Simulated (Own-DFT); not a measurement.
# Point defects and the pressure they add: C11b WSi2

Calculated, not measured: single-point runs of Own-DFT, a retired in-house plane-wave DFT program that no person has reviewed, on unrelaxed cells, without spin or spin-orbit coupling.

Method: PBE; PseudoDojo norm-conserving scalar-relativistic files; cutoff 50 hartree; 5 x 5 x 5 k mesh centred on Gamma; cold (Marzari-Vanderbilt) smearing of 0.2 eV.

Caveats: forces on such cells failed a check on a denser k mesh; stress not checked against mesh or cutoff.

All runs share one cell, with vectors in Å (-2.148, -5.953, 3.409); (-6.444, 2.976, 1.136); (-2.553, -2.948, -6.757) and a volume of 403.2 Å³. u is the rms random offset of the atoms per axis. The defect's site can differ from row to row.

```
              cell  formula   u (Å)  P (GPa)
         no defect  Si20W10  0.0197     4.48
         no defect  Si20W10  0.0475     5.38
         no defect  Si20W10  0.0509     6.11
one W on a Si site  Si19W11  0.0266     9.60
one W on a Si site  Si19W11  0.0317    10.02
one W on a Si site  Si19W11  0.0470    10.85
     one W vacancy   Si20W9  0.0304     3.52
     one W vacancy   Si20W9  0.0476     4.86
     one W vacancy   Si20W9  0.0512     4.13
one Si on a W site   Si21W9  0.0273     6.16
one Si on a W site   Si21W9  0.0327        ?
one Si on a W site   Si21W9  0.0455     7.18
one Si on a W site   Si21W9  0.0487     7.39
    one Si vacancy  Si19W10  0.0275     3.21
    one Si vacancy  Si19W10  0.0282     3.40
    one Si vacancy  Si19W10  0.0459     3.96
```

## What the rows give

P = P0 + c u² + a shift for each defect gives P0 = 4.19 GPa, c = 647 ± 96 GPa/Å² and a scatter of 0.28 GPa. The shifts, and each times the cell's volume:

- one W on a Si site: 5.12 ± 0.23 GPa, 12.9 eV
- one Si on a W site: 1.60 ± 0.23 GPa, 4.0 eV
- one W vacancy: -1.28 ± 0.23 GPa, -3.2 eV
- one Si vacancy: -1.46 ± 0.23 GPa, -3.7 eV

Against the defect-free cell, a freed cell would be larger where the shift is positive and smaller where it is negative (160.2 GPa Å³ is 1 eV). The atoms around the defects weren't relaxed, which would change these numbers.

## Prediction

The question: what pressure belongs in the blank (one Si on a W site, u = 0.0327 Å)?

From the fit: 6.49 ± 0.33 GPa. The run itself gave 6.29 GPa.
